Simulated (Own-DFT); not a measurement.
# Computed records: TiSi2 (C49 TiSi2 crystal, atoms displaced)

Computed with Own-DFT development build. A calculation, not a measurement: plane-wave density functional theory by an unreviewed code, no spin, of a simulated periodic cell, stress positive in tension, run twice, with PBE and with PBEsol, both on files made for PBE, so the change isn't that of files made for PBEsol, forces on such cells moved up to 12 meV/angstrom on a denser k mesh; the far tail of each file's local potential was reset to the Coulomb form; each entry is a single point on an unrelaxed cell, so the pressure reflects the starting lattice, taken from the Materials Project, from which strain is counted, and rises with the displacements; printed positions are rounded, which can move forces by about a meV/angstrom; the program, named Own-DFT, is a retired in-house code; no spin-orbit coupling; stress was not checked against mesh or cutoff.

```cif
# cell vector a (Å): 5.2953 -6.7593 3.5652
# cell vector b (Å): 7.0604 0.0000 -7.1303
# cell vector c (Å): 5.2953 6.7593 3.5652
data_TiSi2
_symmetry_space_group_name_H-M 'P 1'
_symmetry_Int_Tables_number 1
_cell_length_a 9.2973
_cell_length_b 10.0345
_cell_length_c 9.2973
_cell_angle_alpha 82.631
_cell_angle_beta 93.274
_cell_angle_gamma 82.631
_cell_volume 850.71
loop_
_atom_site_label
_atom_site_type_symbol
_atom_site_fract_x
_atom_site_fract_y
_atom_site_fract_z
_atom_site_occupancy
Ti1 Ti 0.94332 0.92734 0.15233 1
Ti2 Ti 0.85202 0.87775 0.64641 1
Si1 Si 0.60769 0.92314 0.49539 1
Si2 Si 0.19009 0.87168 0.30518 1
Si3 Si 0.89604 0.02589 0.39476 1
Si4 Si 0.89761 0.77467 0.39701 1
Ti3 Ti 0.94890 0.42113 0.15269 1
Ti4 Ti 0.85168 0.37618 0.64826 1
Si5 Si 0.60942 0.42518 0.49256 1
Si6 Si 0.19029 0.37578 0.30598 1
Si7 Si 0.90038 0.52283 0.40166 1
Si8 Si 0.90226 0.27414 0.40119 1
Ti5 Ti 0.74911 0.72294 0.95225 1
Ti6 Ti 0.65153 0.67418 0.44788 1
Si9 Si 0.40375 0.72367 0.29024 1
Si10 Si 0.99335 0.67425 0.10749 1
Si11 Si 0.69657 0.82543 0.20207 1
Si12 Si 0.69984 0.57464 0.20111 1
Ti7 Ti 0.54948 0.02441 0.75517 1
Ti8 Ti 0.45397 0.97270 0.24594 1
Si13 Si 0.20782 0.02378 0.09217 1
Si14 Si 0.79086 0.97261 0.90995 1
Si15 Si 0.49855 0.12104 0.99951 1
Si16 Si 0.49796 0.87528 0.99589 1
Ti9 Ti 0.74605 0.22328 0.95577 1
Ti10 Ti 0.65241 0.17503 0.44749 1
Si17 Si 0.41284 0.22382 0.29311 1
Si18 Si 0.98839 0.17654 0.10756 1
Si19 Si 0.70273 0.32695 0.20232 1
Si20 Si 0.69595 0.07757 0.20035 1
Ti11 Ti 0.54799 0.52480 0.75094 1
Ti12 Ti 0.45226 0.47595 0.24876 1
Si21 Si 0.21027 0.52629 0.08798 1
Si22 Si 0.79024 0.47249 0.90520 1
Si23 Si 0.50234 0.62719 0.99692 1
Si24 Si 0.50086 0.37843 0.99519 1
Ti13 Ti 0.34870 0.82273 0.55387 1
Ti14 Ti 0.25571 0.77588 0.05039 1
Si25 Si 0.00930 0.82619 0.88912 1
Si26 Si 0.59131 0.77722 0.70947 1
Si27 Si 0.29720 0.92706 0.79753 1
Si28 Si 0.30266 0.67615 0.80347 1
Ti15 Ti 0.34829 0.32149 0.55163 1
Ti16 Ti 0.25539 0.27367 0.04697 1
Si29 Si 0.00551 0.32623 0.89109 1
Si30 Si 0.58983 0.27378 0.70806 1
Si31 Si 0.29888 0.42120 0.80043 1
Si32 Si 0.30030 0.17692 0.79731 1
Ti17 Ti 0.14582 0.62372 0.35237 1
Ti18 Ti 0.05508 0.57342 0.84443 1
Si33 Si 0.80642 0.62351 0.69146 1
Si34 Si 0.39229 0.57550 0.50863 1
Si35 Si 0.09955 0.72961 0.59694 1
Si36 Si 0.09829 0.47748 0.59925 1
Ti19 Ti 0.14728 0.12748 0.35199 1
Ti20 Ti 0.05206 0.07596 0.84075 1
Si37 Si 0.81451 0.12716 0.69188 1
Si38 Si 0.39274 0.07472 0.51245 1
Si39 Si 0.09982 0.22786 0.60122 1
Si40 Si 0.09958 0.97556 0.59922 1
_calc_functional 'PBE, then PBEsol'
_calc_potential_files 'PseudoDojo norm-conserving, scalar-relativistic, standard set'
_calc_wave_cutoff 42  # hartree
_calc_occupations 'cold (Marzari-Vanderbilt)'
_calc_smearing_width 0.2  # eV
_calc_k_mesh '4 x 4 x 4 centred on Gamma'
_calc_PBE_pressure 1.9  # GPa
_calc_PBE_stress_xx -1.96  # GPa
_calc_PBE_stress_yy -1.61  # GPa
_calc_PBE_stress_zz -2.15  # GPa
_calc_PBE_stress_yz -0.06  # GPa
_calc_PBE_stress_xz -0.08  # GPa
_calc_PBE_stress_xy 0  # GPa
_calc_PBEsol_pressure -1.42  # GPa
_calc_PBEsol_stress_xx 1.46  # GPa
_calc_PBEsol_stress_yy 1.96  # GPa
_calc_PBEsol_stress_zz 0.84  # GPa
_calc_PBEsol_stress_yz -0.06  # GPa
_calc_PBEsol_stress_xz -0.08  # GPa
_calc_PBEsol_stress_xy 0.01  # GPa
_calc_rms_change_of_force_components_from_PBE_to_PBEsol 0.018  # eV/angstrom
```

Force:
```tsv
force element	PBE force x (eV/Å)	PBE force y (eV/Å)	PBE force z (eV/Å)	PBEsol force x (eV/Å)	PBEsol force y (eV/Å)	PBEsol force z (eV/Å)
Ti	-0.08	-0.238	0.288	-0.078	-0.249	0.287
Ti	-0.16	-0.14	0.248	-0.156	-0.122	0.247
Si	-0.052	-0.422	-0.391	-0.052	-0.477	-0.391
Si	0.464	0.445	-0.257	0.455	0.496	-0.256
Si	0.335	0.104	0.274	0.335	0.103	0.278
Si	0.162	0.054	0.123	0.162	0.051	0.125
Ti	0.227	0.18	-0.56	0.223	0.166	-0.552
Ti	-0.119	-0.274	0.06	-0.115	-0.258	0.06
Si	-0.17	-0.1	-0.035	-0.167	-0.15	-0.034
Si	0.172	-0.094	0.317	0.168	-0.047	0.318
Si	-0.032	-0.031	-0.243	-0.031	-0.029	-0.244
Si	-0.102	0.053	-0.023	-0.103	0.049	-0.021
Ti	0.028	0.169	-0.056	0.025	0.152	-0.063
Ti	-0.018	-0.131	-0.104	-0.02	-0.113	-0.103
Si	0.459	-0.312	0.395	0.452	-0.367	0.395
Si	-0.082	0.142	-0.126	-0.08	0.196	-0.127
Si	-0.119	-0.252	-0.034	-0.119	-0.245	-0.041
Si	0.042	-0.142	-0.083	0.044	-0.14	-0.085
Ti	-0.179	-0.005	-0.243	-0.182	-0.017	-0.241
Ti	0.102	0.378	-0.107	0.098	0.386	-0.108
Si	0.017	-0.119	-0.405	0.018	-0.17	-0.405
Si	0.12	-0.03	-0.262	0.117	0.02	-0.267
Si	0.348	0.024	-0.227	0.352	0.024	-0.232
Si	0.236	0.019	0.24	0.236	0.019	0.241
Ti	-0.179	-0.213	-0.22	-0.174	-0.23	-0.218
Ti	0.213	-0.05	0.214	0.21	-0.033	0.212
Si	-0.28	0.037	-0.307	-0.275	-0.007	-0.307
Si	-0.011	-0.059	0.454	-0.009	-0.005	0.452
Si	-0.367	0.117	-0.079	-0.372	0.115	-0.078
Si	-0.079	-0.128	0.056	-0.082	-0.128	0.055
Ti	0.029	0.227	-0.095	0.034	0.208	-0.093
Ti	-0.19	-0.368	0.032	-0.185	-0.348	0.03
Si	-0.029	-0.057	0.25	-0.027	-0.108	0.253
Si	0.36	0.38	-0.005	0.353	0.433	-0.007
Si	0.009	0.256	0.295	0.015	0.253	0.298
Si	0.009	0.282	0.416	0.006	0.277	0.425
Ti	-0.002	0.073	-0.402	0	0.058	-0.396
Ti	-0.693	-0.217	-0.367	-0.685	-0.201	-0.36
Si	0.013	-0.05	0.262	0.012	-0.101	0.259
Si	-0.132	0.198	0.447	-0.13	0.25	0.448
Si	0.078	-0.02	0.185	0.08	-0.018	0.183
Si	-0.449	-0.127	-0.149	-0.459	-0.127	-0.15
Ti	0.287	0.166	-0.485	0.284	0.15	-0.477
Ti	-0.105	0.107	-0.178	-0.106	0.12	-0.183
Si	0.084	-0.349	0.445	0.083	-0.403	0.444
Si	0.219	-0.007	0.213	0.214	0.041	0.214
Si	0.253	-0.165	-0.321	0.255	-0.16	-0.329
Si	-0.058	0.078	0.267	-0.061	0.076	0.271
Ti	0.072	0.036	-0.013	0.074	0.018	-0.014
Ti	0.161	0.286	-0.24	0.157	0.301	-0.236
Si	0.333	-0.259	-0.241	0.327	-0.308	-0.241
Si	-0.27	0.225	0.122	-0.264	0.272	0.122
Si	-0.135	0.146	0.337	-0.135	0.143	0.344
Si	0.106	-0.172	0.136	0.112	-0.169	0.134
Ti	-0.255	0.019	0.326	-0.253	0.005	0.317
Ti	0.64	0.384	0.45	0.631	0.39	0.444
Si	-0.545	0.273	-0.237	-0.537	0.225	-0.233
Si	-0.394	0.037	-0.108	-0.385	0.087	-0.111
Si	-0.202	-0.157	0.024	-0.203	-0.154	0.029
Si	-0.088	-0.206	-0.272	-0.085	-0.201	-0.282
```
